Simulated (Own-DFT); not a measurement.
# Point defects and the pressure they add: zincblende GaAs

No measurement is shown. These are fixed-geometry runs of a retired plane-wave code named Own-DFT, which no person has reviewed; spin and spin-orbit coupling are neglected.

Method: PBE; PseudoDojo norm-conserving scalar-relativistic files; cutoff 42 hartree; 3 x 3 x 3 k mesh centred on Gamma; Fermi-Dirac smearing of 0.1 eV.

Keep in mind (not all hold for every row): not probed for a lower state with spin; forces not confirmed at this smearing and k mesh; stress not checked against mesh or cutoff.

All runs share one cell, with vectors in Å (11.737, 0.000, 0.000); (0.000, 11.737, 0.000); (0.000, 0.000, 10.919) and a volume of 1504.3 Å³, strained against the parent crystal. u is the rms random offset of the atoms per axis. The defect's site can differ from row to row.

| cell | formula | u (Å) | P (GPa) |
|---|---|---|---|
| no defect | As32Ga32 | 0.0282 | 0.73 |
| no defect | As32Ga32 | 0.0299 | 0.78 |
| no defect | As32Ga32 | 0.0530 | 1.16 |
| one Al on a Ga site | AlAs32Ga31 | 0.0286 | 0.75 |
| one Al on a Ga site | AlAs32Ga31 | 0.0292 | 0.73 |
| one Al on a Ga site | AlAs32Ga31 | 0.0552 | 1.21 |
| one P on an As site | As31Ga32P | 0.0278 | 0.52 |
| one P on an As site | As31Ga32P | 0.0322 | 0.55 |
| one P on an As site | As31Ga32P | 0.0472 | 0.84 |
| one As vacancy and one Ga vacancy | As31Ga31 | 0.0305 | ? |
| one As vacancy and one Ga vacancy | As31Ga31 | 0.0310 | 0.48 |
| one As vacancy and one Ga vacancy | As31Ga31 | 0.0504 | 0.68 |
| one As vacancy and one Ga vacancy | As31Ga31 | 0.0555 | 0.93 |
| one In on a Ga site | As32Ga31In | 0.0283 | 1.31 |
| one In on a Ga site | As32Ga31In | 0.0325 | 1.37 |
| one In on a Ga site | As32Ga31In | 0.0483 | 1.64 |

## Worked fit

P = P0 + c u² + a shift for each defect gives P0 = 0.58 GPa, c = 210 ± 12 GPa/Å² and a scatter of 0.04 GPa. The shifts, and each times the cell's volume:

- one In on a Ga site: 0.57 ± 0.03 GPa, 5.4 eV
- one Al on a Ga site: -0.01 ± 0.03 GPa, -0.1 eV (not resolved)
- one P on an As site: -0.22 ± 0.03 GPa, -2.1 eV
- one As vacancy and one Ga vacancy: -0.34 ± 0.03 GPa, -3.2 eV

Against the defect-free cell, a freed cell would be larger where the shift is positive and smaller where it is negative (160.2 GPa Å³ is 1 eV). The atoms around the defects weren't relaxed, which would change these numbers.

## Prediction

Question: what pressure belongs in the blank (one As vacancy and one Ga vacancy, u = 0.0305 Å)?

From the fit: 0.43 ± 0.05 GPa. The calculation gave 0.44 GPa.
